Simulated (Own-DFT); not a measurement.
Simulation results for GaP (zincblende, strained, atoms displaced)

All values are calculated (Own-DFT development build). A calculation, not a measurement: plane-wave PBE density functional theory by an unreviewed code, no spin, of a simulated periodic cell, stress positive in tension, free energy of the whole cell less one offset for each atom, forces on such cells passed a denser k mesh, this cell's mesh not checked; offsets are fitted by least squares, one for each functional and potential file, so energies compare only between cells with the same atoms and settings and are not formation energies; the far tail of each file's local potential was reset to the Coulomb form; each entry is a single point on an unrelaxed cell, so the pressure reflects the starting lattice, mostly measured values (interpolated for alloys), from which strain is counted, and rises with the displacements; printed positions are rounded, which can move forces by about a meV/angstrom; the program, named Own-DFT, is a retired in-house code; no spin-orbit coupling.

Common to all runs: functional PBE; potential files PseudoDojo norm-conserving, scalar-relativistic, standard set; wave cutoff 42 hartree; occupations Fermi-Dirac; smearing width 0.1 eV; hardware one NVIDIA H100; k mesh 3 x 3 x 3 centred on Gamma.

(1) GaP (zincblende, strained, atoms displaced)

```cif
# cell vector a (Å): 10.8620 0.0000 0.0000
# cell vector b (Å): 0.0000 10.8620 0.0000
# cell vector c (Å): 0.0000 0.0000 10.9361
data_GaP
_symmetry_space_group_name_H-M 'P 1'
_symmetry_Int_Tables_number 1
_cell_length_a 10.8620
_cell_length_b 10.8620
_cell_length_c 10.9361
_cell_angle_alpha 90.000
_cell_angle_beta 90.000
_cell_angle_gamma 90.000
_cell_volume 1290.27
loop_
_atom_site_label
_atom_site_type_symbol
_atom_site_fract_x
_atom_site_fract_y
_atom_site_fract_z
_atom_site_occupancy
Ga1 Ga 0.99390 0.99585 0.00292 1
Ga2 Ga 0.00450 0.24986 0.25064 1
Ga3 Ga 0.24983 0.00335 0.24602 1
Ga4 Ga 0.24941 0.25057 0.99794 1
P1 P 0.12454 0.12280 0.12739 1
P2 P 0.12358 0.37442 0.37879 1
P3 P 0.37430 0.12546 0.37512 1
P4 P 0.37024 0.37024 0.12488 1
Ga5 Ga 0.00115 0.00100 0.49822 1
Ga6 Ga 0.00094 0.25121 0.74978 1
Ga7 Ga 0.25683 0.00158 0.74795 1
Ga8 Ga 0.25004 0.24952 0.49950 1
P5 P 0.12696 0.12531 0.62182 1
P6 P 0.12813 0.37212 0.87621 1
P7 P 0.37603 0.12111 0.88084 1
P8 P 0.37528 0.37271 0.61847 1
Ga9 Ga 0.00064 0.50296 0.00218 1
Ga10 Ga 0.99787 0.75054 0.24771 1
Ga11 Ga 0.24699 0.49448 0.25068 1
Ga12 Ga 0.25412 0.75198 0.00217 1
P9 P 0.12110 0.62033 0.12156 1
P10 P 0.12540 0.87709 0.37389 1
P11 P 0.37304 0.62477 0.37458 1
P12 P 0.37140 0.88158 0.12694 1
Ga13 Ga 0.99648 0.49915 0.50450 1
Ga14 Ga 0.00197 0.74658 0.75085 1
Ga15 Ga 0.24578 0.49747 0.75041 1
Ga16 Ga 0.24967 0.74377 0.49881 1
P13 P 0.12361 0.62408 0.62579 1
P14 P 0.13116 0.87441 0.87444 1
P15 P 0.37260 0.62812 0.86988 1
P16 P 0.37767 0.87624 0.62130 1
Ga17 Ga 0.50155 0.00209 0.99930 1
Ga18 Ga 0.49616 0.24372 0.24920 1
Ga19 Ga 0.75075 0.99986 0.25222 1
Ga20 Ga 0.75061 0.25045 0.99848 1
P17 P 0.62584 0.12459 0.12349 1
P18 P 0.62706 0.37274 0.37466 1
P19 P 0.87827 0.12512 0.37772 1
P20 P 0.87758 0.37442 0.12429 1
Ga21 Ga 0.50035 0.00360 0.50359 1
Ga22 Ga 0.49787 0.25092 0.75234 1
Ga23 Ga 0.74683 0.99550 0.74719 1
Ga24 Ga 0.74905 0.25029 0.50541 1
P21 P 0.62454 0.12591 0.62641 1
P22 P 0.62334 0.37900 0.87897 1
P23 P 0.87474 0.12524 0.87669 1
P24 P 0.88021 0.37415 0.63043 1
Ga25 Ga 0.49898 0.49844 0.00208 1
Ga26 Ga 0.49709 0.75228 0.24979 1
Ga27 Ga 0.74948 0.50197 0.25077 1
Ga28 Ga 0.74922 0.74601 0.99832 1
P25 P 0.62862 0.61884 0.12597 1
P26 P 0.63269 0.87253 0.37581 1
P27 P 0.87332 0.62394 0.37624 1
P28 P 0.87540 0.86908 0.12138 1
Ga29 Ga 0.49872 0.49635 0.49871 1
Ga30 Ga 0.50043 0.74952 0.74630 1
Ga31 Ga 0.75118 0.49890 0.75007 1
Ga32 Ga 0.75060 0.75070 0.50545 1
P29 P 0.62883 0.62729 0.62362 1
P30 P 0.62465 0.87454 0.87250 1
P31 P 0.87558 0.62165 0.87785 1
P32 P 0.87311 0.87653 0.62554 1
```

```
free energy of cell above offsets : -35.160 eV
pressure                          : 3.18 GPa
stress xx                         : -3.34 GPa
stress yy                         : -3.34 GPa
stress zz                         : -2.86 GPa
stress yz                         : 0.3 GPa
stress xz                         : -0.06 GPa
stress xy                         : -0.04 GPa
wall time                         : 500.8 s
```

Force:
```csv
element,x (eV/Å),y (eV/Å),z (eV/Å)
Ga,0.846,0.236,-0.511
Ga,-0.397,0.031,0.064
Ga,-0.167,-0.055,0.865
Ga,-0.125,-0.629,0.339
P,-0.259,0.288,-0.741
P,-0.061,0.112,0.011
P,-0.081,-0.369,0.114
P,0.513,0.346,0.124
Ga,-0.008,-0.281,0.262
Ga,0.403,-0.634,0.386
Ga,-0.475,-0.145,0.036
Ga,-0.089,-0.059,-0.242
P,-0.058,-0.109,0.554
P,-0.634,0.361,-0.065
P,-0.123,0.684,-0.725
P,-0.178,0.201,1.03
Ga,-0.198,-0.901,-0.496
Ga,0.365,-0.32,0.369
Ga,-0.057,0.406,-0.064
Ga,-0.393,-0.298,-0.059
P,0.983,0.834,0.751
P,0.111,-0.447,-0.094
P,0.237,-0.408,-0.317
P,0.816,-0.629,-0.323
Ga,0.23,0.181,-0.482
Ga,-0.221,0.52,0.254
Ga,0.525,-0.004,-0.285
Ga,-0.179,0.748,0.074
P,0.059,-0.145,-0.129
P,-0.59,0.276,-0.018
P,0.347,-0.481,0.521
P,-0.3,-0.418,0.053
Ga,0.261,-0.555,0.259
Ga,0.468,0.519,-0.019
Ga,0.353,0.004,-0.321
Ga,-0.004,0.153,0.181
P,0.158,-0.024,0.241
P,-0.282,-0.092,-0.146
P,-0.444,0.322,-0.273
P,-0.179,0.001,0.262
Ga,0.333,-0.333,-0.786
Ga,0.06,0.026,0.106
Ga,0.32,0.627,0.384
Ga,0.407,0.048,-0.335
P,-0.066,0.1,0.333
P,0.14,-0.486,-0.578
P,-0.086,-0.29,-0.496
P,-0.853,0.012,-0.363
Ga,-0.521,0.361,-0.047
Ga,0.454,-0.076,-0.024
Ga,0.444,-0.684,0.188
Ga,-0.197,0.098,-0.039
P,-0.896,0.891,-0.142
P,-1.04,0.301,0.114
P,0.206,0.238,0.154
P,-0.678,0.361,0.481
Ga,0.481,0.475,-0.175
Ga,0.031,0.099,0.065
Ga,-0.126,0.129,0.146
Ga,0.375,-0.061,-0.58
P,-0.58,-0.774,0.191
P,-0.184,-0.289,0.415
P,0.022,0.226,-0.523
P,0.785,-0.22,0.075
```

(2) GaP (zincblende, strained, atoms displaced)

```cif
# cell vector a (Å): 10.8620 0.0000 0.0000
# cell vector b (Å): 0.0000 10.8620 0.0000
# cell vector c (Å): 0.0000 0.0000 10.9361
data_GaP
_symmetry_space_group_name_H-M 'P 1'
_symmetry_Int_Tables_number 1
_cell_length_a 10.8620
_cell_length_b 10.8620
_cell_length_c 10.9361
_cell_angle_alpha 90.000
_cell_angle_beta 90.000
_cell_angle_gamma 90.000
_cell_volume 1290.27
loop_
_atom_site_label
_atom_site_type_symbol
_atom_site_fract_x
_atom_site_fract_y
_atom_site_fract_z
_atom_site_occupancy
Ga1 Ga 0.99594 0.00009 0.99621 1
Ga2 Ga 0.00058 0.24948 0.25494 1
Ga3 Ga 0.25197 0.99931 0.24403 1
Ga4 Ga 0.24473 0.25296 0.99626 1
P1 P 0.12314 0.12593 0.12276 1
P2 P 0.12475 0.37278 0.37711 1
P3 P 0.37890 0.12491 0.37861 1
P4 P 0.37210 0.37384 0.12777 1
Ga5 Ga 0.99598 0.00109 0.50346 1
Ga6 Ga 0.99832 0.25217 0.75116 1
Ga7 Ga 0.24816 0.00021 0.75177 1
Ga8 Ga 0.24789 0.25052 0.50422 1
P5 P 0.12968 0.12613 0.62492 1
P6 P 0.11948 0.37146 0.87046 1
P7 P 0.37326 0.12352 0.87567 1
P8 P 0.37530 0.37301 0.62443 1
Ga9 Ga 0.99871 0.50047 0.00005 1
Ga10 Ga 0.00011 0.74777 0.24674 1
Ga11 Ga 0.24781 0.49905 0.25288 1
Ga12 Ga 0.25012 0.75150 0.99929 1
P9 P 0.12330 0.62237 0.12424 1
P10 P 0.12232 0.87691 0.37292 1
P11 P 0.38010 0.62225 0.37188 1
P12 P 0.37635 0.87350 0.12398 1
Ga13 Ga 0.99864 0.50296 0.50108 1
Ga14 Ga 0.99753 0.75140 0.75110 1
Ga15 Ga 0.25038 0.49915 0.75080 1
Ga16 Ga 0.25094 0.75549 0.49848 1
P13 P 0.12397 0.62696 0.61924 1
P14 P 0.13138 0.87815 0.87658 1
P15 P 0.37634 0.62847 0.87224 1
P16 P 0.37892 0.87644 0.62002 1
Ga17 Ga 0.50089 0.99926 0.00133 1
Ga18 Ga 0.49689 0.25183 0.25568 1
Ga19 Ga 0.75047 0.00260 0.25152 1
Ga20 Ga 0.74710 0.25373 0.99697 1
P17 P 0.62726 0.12139 0.12311 1
P18 P 0.62986 0.37467 0.37355 1
P19 P 0.87616 0.12595 0.37470 1
P20 P 0.86925 0.38043 0.12607 1
Ga21 Ga 0.50035 0.00396 0.49786 1
Ga22 Ga 0.50039 0.25198 0.75226 1
Ga23 Ga 0.74672 0.00083 0.75273 1
Ga24 Ga 0.74844 0.25707 0.49743 1
P21 P 0.62117 0.12464 0.62441 1
P22 P 0.62312 0.37506 0.87539 1
P23 P 0.87504 0.12289 0.87205 1
P24 P 0.87482 0.37606 0.62095 1
Ga25 Ga 0.49694 0.50120 0.99824 1
Ga26 Ga 0.49699 0.74969 0.24584 1
Ga27 Ga 0.75050 0.50326 0.25204 1
Ga28 Ga 0.75189 0.75067 0.99726 1
P25 P 0.62280 0.62908 0.12844 1
P26 P 0.62834 0.87062 0.37335 1
P27 P 0.87451 0.62308 0.37895 1
P28 P 0.87465 0.87564 0.12312 1
Ga29 Ga 0.49424 0.50106 0.49788 1
Ga30 Ga 0.50233 0.75413 0.75228 1
Ga31 Ga 0.74872 0.49969 0.75320 1
Ga32 Ga 0.74481 0.74640 0.50161 1
P29 P 0.62883 0.62315 0.62503 1
P30 P 0.62710 0.87949 0.87531 1
P31 P 0.87523 0.62372 0.87565 1
P32 P 0.87674 0.87755 0.62302 1
```

```
free energy of cell above offsets : -35.082 eV
pressure                          : 3.19 GPa
stress xx                         : -3.34 GPa
stress yy                         : -3.37 GPa
stress zz                         : -2.86 GPa
stress yz                         : 0.65 GPa
stress xz                         : -0.45 GPa
stress xy                         : -0.32 GPa
wall time                         : 515 s
```

Force:
```csv
element,x (eV/Å),y (eV/Å),z (eV/Å)
Ga,0.48,-0.065,0.36
Ga,-0.151,0.201,-0.773
Ga,-0.193,0.314,0.562
Ga,0.36,-0.319,0.341
P,-0.107,0.015,0.035
P,-0.065,0.366,0.186
P,-1.019,0.141,-0.52
P,0.028,0.122,-0.465
Ga,0.7,0.297,-0.425
Ga,-0.276,-0.626,-0.875
Ga,0.671,-0.014,-0.6
Ga,0.437,-0.088,-0.529
P,-0.915,-0.239,0.331
P,0.472,0.977,0.544
P,0.205,0.311,0.115
P,-0.02,0.34,0.238
Ga,-0.008,-0.345,0.004
Ga,-0.259,0.148,0.345
Ga,0.08,-0.014,-0.137
Ga,0.035,-0.378,0.206
P,0.438,0.178,-0.078
P,0.172,0.08,-0.086
P,-0.998,0.656,0.081
P,-0.158,0.114,-0.168
Ga,0.266,-0.392,-0.185
Ga,0.51,0.074,-0.148
Ga,-0.25,0.211,-0.397
Ga,0.061,-0.421,-0.353
P,0.34,0.098,0.794
P,-1.04,-0.44,-0.134
P,-0.27,-0.226,0.181
P,-0.285,0.088,0.675
Ga,-0.132,0.179,-0.114
Ga,0.574,-0.28,-0.62
Ga,0.127,-0.39,-0.115
Ga,0.407,-0.504,0.386
P,-0.396,0.772,0.349
P,-0.981,0.577,-0.061
P,-0.361,0.056,0.4
P,0.631,-0.676,-0.087
Ga,0.527,-0.735,-0.052
Ga,-0.234,-0.461,-0.203
Ga,0.332,0.152,-0.851
Ga,0.182,-1.038,0.406
P,0.632,0.478,0.095
P,-0.094,0.299,-0.041
P,-0.281,0.64,0.166
P,-0.042,0.054,0.737
Ga,0.109,0.054,0.563
Ga,0.325,0.223,0.552
Ga,-0.237,0.217,-0.083
Ga,-0.299,-0.044,0.376
P,0.378,-0.494,-0.829
P,-0.571,0.517,0.006
P,0.031,0.529,-0.497
P,0.027,-0.055,0.169
Ga,0.964,-0.41,0.335
Ga,0.176,-0.105,-0.607
Ga,0.275,-0.179,-0.382
Ga,0.782,0.412,-0.102
P,-0.962,-0.105,0.386
P,-0.275,-0.571,0.214
P,-0.01,0.172,-0.153
P,-0.841,-0.444,0.532
```

(3) GaP (zincblende, strained, atoms displaced)

```cif
# cell vector a (Å): 10.8620 0.0000 0.0000
# cell vector b (Å): 0.0000 10.8620 0.0000
# cell vector c (Å): 0.0000 0.0000 10.9361
data_GaP
_symmetry_space_group_name_H-M 'P 1'
_symmetry_Int_Tables_number 1
_cell_length_a 10.8620
_cell_length_b 10.8620
_cell_length_c 10.9361
_cell_angle_alpha 90.000
_cell_angle_beta 90.000
_cell_angle_gamma 90.000
_cell_volume 1290.27
loop_
_atom_site_label
_atom_site_type_symbol
_atom_site_fract_x
_atom_site_fract_y
_atom_site_fract_z
_atom_site_occupancy
Ga1 Ga 0.00110 0.99935 0.00101 1
Ga2 Ga 0.99968 0.24854 0.24982 1
Ga3 Ga 0.24859 0.00226 0.25263 1
Ga4 Ga 0.24698 0.24818 0.99848 1
P1 P 0.12717 0.12647 0.12521 1
P2 P 0.12428 0.37429 0.37265 1
P3 P 0.37000 0.12436 0.37512 1
P4 P 0.37416 0.37498 0.12810 1
Ga5 Ga 0.00110 0.99909 0.49580 1
Ga6 Ga 0.99815 0.25185 0.75104 1
Ga7 Ga 0.24707 0.00158 0.75096 1
Ga8 Ga 0.25114 0.24774 0.50301 1
P5 P 0.12864 0.12695 0.62827 1
P6 P 0.12546 0.37706 0.87610 1
P7 P 0.37292 0.12529 0.87666 1
P8 P 0.37203 0.37398 0.62542 1
Ga9 Ga 0.00264 0.49533 0.00307 1
Ga10 Ga 0.99708 0.74520 0.24856 1
Ga11 Ga 0.24951 0.49707 0.24786 1
Ga12 Ga 0.25012 0.74768 0.99804 1
P9 P 0.12216 0.62324 0.12300 1
P10 P 0.12430 0.87094 0.37334 1
P11 P 0.37767 0.62331 0.37370 1
P12 P 0.37200 0.87549 0.12680 1
Ga13 Ga 0.00185 0.49815 0.50305 1
Ga14 Ga 0.00088 0.75241 0.74786 1
Ga15 Ga 0.25160 0.50053 0.74760 1
Ga16 Ga 0.24931 0.74599 0.50004 1
P13 P 0.12690 0.62714 0.62695 1
P14 P 0.12508 0.87624 0.87016 1
P15 P 0.37900 0.62164 0.87545 1
P16 P 0.37371 0.87733 0.62368 1
Ga17 Ga 0.49606 0.00474 0.00415 1
Ga18 Ga 0.50353 0.25341 0.24627 1
Ga19 Ga 0.75154 0.99703 0.24662 1
Ga20 Ga 0.74751 0.25493 0.99622 1
P17 P 0.62510 0.12628 0.12880 1
P18 P 0.62738 0.37903 0.37422 1
P19 P 0.87525 0.12502 0.37753 1
P20 P 0.87669 0.37757 0.12443 1
Ga21 Ga 0.49996 0.00096 0.49590 1
Ga22 Ga 0.50261 0.25274 0.74946 1
Ga23 Ga 0.75114 0.00368 0.75275 1
Ga24 Ga 0.75452 0.25271 0.50098 1
P21 P 0.62799 0.12014 0.62085 1
P22 P 0.62248 0.37345 0.87316 1
P23 P 0.87198 0.12266 0.87442 1
P24 P 0.87180 0.37123 0.62504 1
Ga25 Ga 0.49881 0.49913 0.00277 1
Ga26 Ga 0.50145 0.75539 0.24877 1
Ga27 Ga 0.75059 0.49832 0.25316 1
Ga28 Ga 0.75153 0.75033 0.00303 1
P25 P 0.62476 0.62462 0.12311 1
P26 P 0.62871 0.87413 0.36793 1
P27 P 0.87390 0.62617 0.37309 1
P28 P 0.87009 0.87164 0.12530 1
Ga29 Ga 0.50009 0.50137 0.49833 1
Ga30 Ga 0.50118 0.75145 0.74926 1
Ga31 Ga 0.74466 0.49703 0.75011 1
Ga32 Ga 0.75013 0.74769 0.50417 1
P29 P 0.62758 0.62152 0.62524 1
P30 P 0.62541 0.87815 0.87635 1
P31 P 0.87595 0.62446 0.87742 1
P32 P 0.87639 0.87384 0.62166 1
```

```
free energy of cell above offsets : -35.258 eV
pressure                          : 3.16 GPa
stress xx                         : -3.33 GPa
stress yy                         : -3.32 GPa
stress zz                         : -2.83 GPa
stress yz                         : -0.07 GPa
stress xz                         : -0.15 GPa
stress xy                         : -0.19 GPa
wall time                         : 489.8 s
```

Force:
```csv
element,x (eV/Å),y (eV/Å),z (eV/Å)
Ga,-0.181,-0.125,0.009
Ga,-0.153,0.028,-0.032
Ga,-0.167,-0.467,-0.196
Ga,0.373,0.378,0.105
P,-0.453,-0.292,0.046
P,0.152,-0.127,0.491
P,0.872,0.497,-0.13
P,-0.052,-0.279,-0.691
Ga,0.294,0.053,0.466
Ga,0.158,-0.272,0.136
Ga,0.584,-0.057,-0.096
Ga,-0.286,0.284,-0.405
P,-0.858,-0.162,-0.354
P,0.023,-0.2,-0.342
P,0.274,0.188,-0.356
P,0.642,0.161,-0.227
Ga,-0.292,0.51,-0.482
Ga,0.179,0.396,-0.044
Ga,-0.093,0.505,0.313
Ga,-0.039,0.129,-0.054
P,0.495,0.149,0.185
P,-0.004,0.074,-0.1
P,-0.303,0.312,-0.225
P,-0.066,0.069,-0.21
Ga,-0.214,0.204,-0.28
Ga,-0.368,-0.306,0.211
Ga,-0.085,0.069,0.4
Ga,0.367,0.323,-0.201
P,-0.278,-0.406,-0.093
P,-0.046,-0.225,0.71
P,-0.3,0.33,-0.216
P,0.085,-0.234,0.011
Ga,0.252,-0.375,-0.146
Ga,-0.38,-0.208,0.804
Ga,0.092,0.606,0.366
Ga,0.316,-0.498,0.499
P,0.298,0.05,-0.596
P,-0.263,-0.706,0.38
P,-0.063,-0.102,-0.594
P,-0.436,-0.574,0.192
Ga,0.038,-0.351,-0.146
Ga,-0.375,-0.831,-0.387
Ga,-0.174,-0.791,-0.572
Ga,-0.767,-0.48,-0.409
P,-0.258,0.743,0.233
P,-0.115,0.423,0.377
P,0.593,0.62,0.488
P,0.525,0.779,0.391
Ga,0.127,-0.119,-0.037
Ga,-0.195,-0.66,-0.175
Ga,0.083,0.493,-0.613
Ga,-0.48,-0.274,-0.705
P,0.054,-0.049,0.398
P,-0.186,0.042,1.104
P,0.126,-0.426,0.687
P,1.076,0.388,-0.065
Ga,-0.074,-0.235,0.261
Ga,0.034,0.068,0.021
Ga,0.789,0.245,0.271
Ga,-0.025,0.187,-0.614
P,-0.575,0.368,-0.001
P,-0.14,-0.096,0.182
P,0.014,-0.182,-0.348
P,-0.174,0.436,0.405
```

(4) GaP (zincblende, strained, atoms displaced)

```cif
# cell vector a (Å): 10.8620 0.0000 0.0000
# cell vector b (Å): 0.0000 10.8620 0.0000
# cell vector c (Å): 0.0000 0.0000 10.9361
data_GaP
_symmetry_space_group_name_H-M 'P 1'
_symmetry_Int_Tables_number 1
_cell_length_a 10.8620
_cell_length_b 10.8620
_cell_length_c 10.9361
_cell_angle_alpha 90.000
_cell_angle_beta 90.000
_cell_angle_gamma 90.000
_cell_volume 1290.27
loop_
_atom_site_label
_atom_site_type_symbol
_atom_site_fract_x
_atom_site_fract_y
_atom_site_fract_z
_atom_site_occupancy
Ga1 Ga 0.99760 0.00352 0.99417 1
Ga2 Ga 0.00240 0.25435 0.25131 1
Ga3 Ga 0.24538 0.00230 0.25194 1
Ga4 Ga 0.25286 0.25101 0.99659 1
P1 P 0.12624 0.12652 0.12341 1
P2 P 0.12291 0.37625 0.37533 1
P3 P 0.37155 0.12682 0.37473 1
P4 P 0.37402 0.37256 0.12824 1
Ga5 Ga 0.00214 0.99742 0.49865 1
Ga6 Ga 0.00007 0.25083 0.74827 1
Ga7 Ga 0.25110 0.99818 0.74976 1
Ga8 Ga 0.24782 0.24627 0.50647 1
P5 P 0.12952 0.12495 0.62758 1
P6 P 0.12998 0.37163 0.87772 1
P7 P 0.37509 0.12935 0.87114 1
P8 P 0.37593 0.37318 0.62545 1
Ga9 Ga 0.99790 0.49931 0.99810 1
Ga10 Ga 0.00236 0.74857 0.25459 1
Ga11 Ga 0.25282 0.50171 0.24785 1
Ga12 Ga 0.25110 0.74613 0.99950 1
P9 P 0.12922 0.62344 0.12735 1
P10 P 0.13281 0.87238 0.37488 1
P11 P 0.37720 0.62964 0.37442 1
P12 P 0.37657 0.87405 0.12347 1
Ga13 Ga 0.99706 0.50181 0.49872 1
Ga14 Ga 0.00121 0.74971 0.75222 1
Ga15 Ga 0.24938 0.50049 0.74789 1
Ga16 Ga 0.25261 0.75066 0.50255 1
P13 P 0.12124 0.62336 0.62848 1
P14 P 0.12412 0.87969 0.87794 1
P15 P 0.37304 0.62716 0.87560 1
P16 P 0.37325 0.87420 0.62417 1
Ga17 Ga 0.50113 0.00214 0.00063 1
Ga18 Ga 0.49950 0.25564 0.24910 1
Ga19 Ga 0.74819 0.99757 0.25051 1
Ga20 Ga 0.74823 0.25099 0.99980 1
P17 P 0.62553 0.12348 0.12252 1
P18 P 0.62632 0.37714 0.37427 1
P19 P 0.87631 0.12151 0.37274 1
P20 P 0.87972 0.37279 0.12404 1
Ga21 Ga 0.50183 0.99886 0.50177 1
Ga22 Ga 0.50377 0.25632 0.74453 1
Ga23 Ga 0.74992 0.00409 0.75283 1
Ga24 Ga 0.75219 0.25005 0.50091 1
P21 P 0.62235 0.12768 0.62746 1
P22 P 0.62289 0.37839 0.87508 1
P23 P 0.87674 0.12419 0.87799 1
P24 P 0.87214 0.37377 0.62664 1
Ga25 Ga 0.49576 0.50298 0.99912 1
Ga26 Ga 0.49613 0.75018 0.24845 1
Ga27 Ga 0.75110 0.50149 0.25376 1
Ga28 Ga 0.75133 0.75183 0.99728 1
P25 P 0.62392 0.62809 0.12301 1
P26 P 0.62586 0.87971 0.37557 1
P27 P 0.87465 0.62429 0.37195 1
P28 P 0.87581 0.87554 0.12703 1
Ga29 Ga 0.49907 0.49753 0.50557 1
Ga30 Ga 0.49652 0.74847 0.75148 1
Ga31 Ga 0.75268 0.49979 0.74859 1
Ga32 Ga 0.75154 0.74772 0.49739 1
P29 P 0.62550 0.62795 0.62323 1
P30 P 0.62498 0.87634 0.87422 1
P31 P 0.87623 0.62571 0.87687 1
P32 P 0.87848 0.87990 0.62348 1
```

```
free energy of cell above offsets : -35.188 eV
pressure                          : 3.16 GPa
stress xx                         : -3.34 GPa
stress yy                         : -3.32 GPa
stress zz                         : -2.82 GPa
stress yz                         : 0.23 GPa
stress xz                         : 0.01 GPa
stress xy                         : 0.11 GPa
wall time                         : 525.1 s
```

Force:
```csv
element,x (eV/Å),y (eV/Å),z (eV/Å)
Ga,0.361,-0.353,1.245
Ga,-0.063,-0.709,-0.138
Ga,0.618,-0.097,-0.604
Ga,0.086,-0.441,0.608
P,-0.255,0.048,-0.081
P,0.632,0.174,0.43
P,0.515,-0.039,0.188
P,0.032,0.525,-0.721
Ga,0.444,0.345,-0.174
Ga,0.226,-0.157,0.353
Ga,0.077,0.156,0.293
Ga,0.2,0.552,-0.842
P,-0.913,-0.404,-0.015
P,-0.718,0.668,-0.59
P,0.513,-0.342,-0.005
P,-0.492,0.384,-0.12
Ga,0.664,-0.021,0.257
Ga,0.179,0.253,-0.548
Ga,-0.035,-0.183,0.659
Ga,-0.336,0.744,0.281
P,-0.722,0.103,-0.424
P,-0.818,0.077,0.288
P,-0.159,-0.826,0.466
P,-0.489,0.446,0.05
Ga,0.069,-0.29,0.194
Ga,-0.142,0.511,0.019
Ga,0.077,-0.229,0.323
Ga,-0.305,-0.522,-0.014
P,0.337,0.22,-0.565
P,0.32,-0.717,-0.256
P,-0.056,-0.46,-0.419
P,0.417,0.109,0.318
Ga,-0.37,-0.076,-0.36
Ga,0.317,-0.812,0.246
Ga,0.215,0.351,-0.281
Ga,0.138,0.057,0.026
P,-0.056,0.439,0.558
P,-0.084,-0.18,0.41
P,0.068,0.451,0.159
P,-0.795,0.384,0.151
Ga,-0.384,0.401,-0.163
Ga,-0.247,-0.352,0.8
Ga,0.048,-0.238,-0.313
Ga,-0.247,-0.384,-0.368
P,0.515,-0.247,-0.39
P,0.258,0.043,0.013
P,-0.523,0.816,-0.695
P,0.511,0.171,-0.269
Ga,0.205,-0.243,0.403
Ga,0.691,0.394,0.065
Ga,-0.189,-0.228,-1.043
Ga,-0.112,0.093,0.386
P,0.209,-0.299,0.201
P,-0.27,-0.855,-0.011
P,0.153,0.223,0.456
P,0.249,-0.132,-0.242
Ga,0.144,0.431,-0.708
Ga,0.419,0.34,-0.181
Ga,-0.421,0.367,0.284
Ga,0.037,0.678,0.131
P,-0.008,-0.296,0.387
P,-0.092,-0.082,-0.118
P,-0.127,-0.062,-0.357
P,-0.515,-0.677,0.369
```
